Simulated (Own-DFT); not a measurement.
# What a defect does to the pressure of its cell: zincblende GaP

Source: density functional calculations with Own-DFT, an unreviewed in-house program that is no longer used. Nothing was measured or relaxed, and spin and spin-orbit coupling are left out.

All runs used: PBE; PseudoDojo norm-conserving scalar-relativistic files; cutoff 42 hartree; 3 x 3 x 3 k mesh centred on Gamma; Fermi-Dirac smearing of 0.1 eV.

Caveats (not all hold for every row): not probed for a lower state with spin; forces on such cells failed a check on a denser k mesh; forces on such cells passed a denser k mesh, each cell not checked; stress not checked against mesh or cutoff.

All runs share one cell, with vectors in Å (10.901, 0.000, 0.000); (0.000, 10.901, 0.000); (0.000, 0.000, 10.901) and a volume of 1295.4 Å³. u is the rms random offset of the atoms per axis. The defect's site can differ from row to row.

| cell | formula | u (Å) | P (GPa) |
|---|---|---|---|
| no defect | Ga32P32 | 0.0207 | 2.73 |
| no defect | Ga32P32 | 0.0491 | 3.22 |
| no defect | Ga32P32 | 0.0508 | 3.34 |
| one Al on a Ga site | AlGa31P32 | 0.0299 | 2.84 |
| one Al on a Ga site | AlGa31P32 | 0.0324 | 2.90 |
| one Al on a Ga site | AlGa31P32 | 0.0458 | ? |
| one Al on a Ga site | AlGa31P32 | 0.0524 | 3.19 |
| one P on a Ga site | Ga31P33 | 0.0299 | 2.95 |
| one P on a Ga site | Ga31P33 | 0.0309 | 2.95 |
| one P on a Ga site | Ga31P33 | 0.0521 | 3.26 |
| one In on a Ga site | Ga31InP32 | 0.0288 | 3.67 |
| one In on a Ga site | Ga31InP32 | 0.0330 | 3.68 |
| one In on a Ga site | Ga31InP32 | 0.0532 | 4.12 |
| two P on a Ga site each | Ga30P34 | 0.0483 | 3.34 |
| two P on a Ga site each | Ga30P34 | 0.0492 | 3.07 |
| two P on a Ga site each | Ga30P34 | 0.0507 | 3.49 |

## What the rows give

P = P0 + c u² + a shift for each defect gives P0 = 2.70 GPa, c = 221 ± 34 GPa/Å² and a scatter of 0.10 GPa. The shifts, and each times the cell's volume:

- one In on a Ga site: 0.77 ± 0.09 GPa, 6.3 eV
- two P on a Ga site each: 0.06 ± 0.09 GPa, 0.5 eV (0.2 eV for each of its 2 sites) (not resolved)
- one P on a Ga site: 0.02 ± 0.09 GPa, 0.1 eV (not resolved)
- one Al on a Ga site: -0.07 ± 0.09 GPa, -0.6 eV (not resolved)

Against the defect-free cell, a freed cell would be larger where the shift is positive and smaller where it is negative (160.2 GPa Å³ is 1 eV). The atoms around the defects weren't relaxed, which would change these numbers.

## Prediction

Question: what pressure belongs in the blank (one Al on a Ga site, u = 0.0458 Å)?

The fit gives 3.09 ± 0.12 GPa. The calculation gave 3.10 GPa.
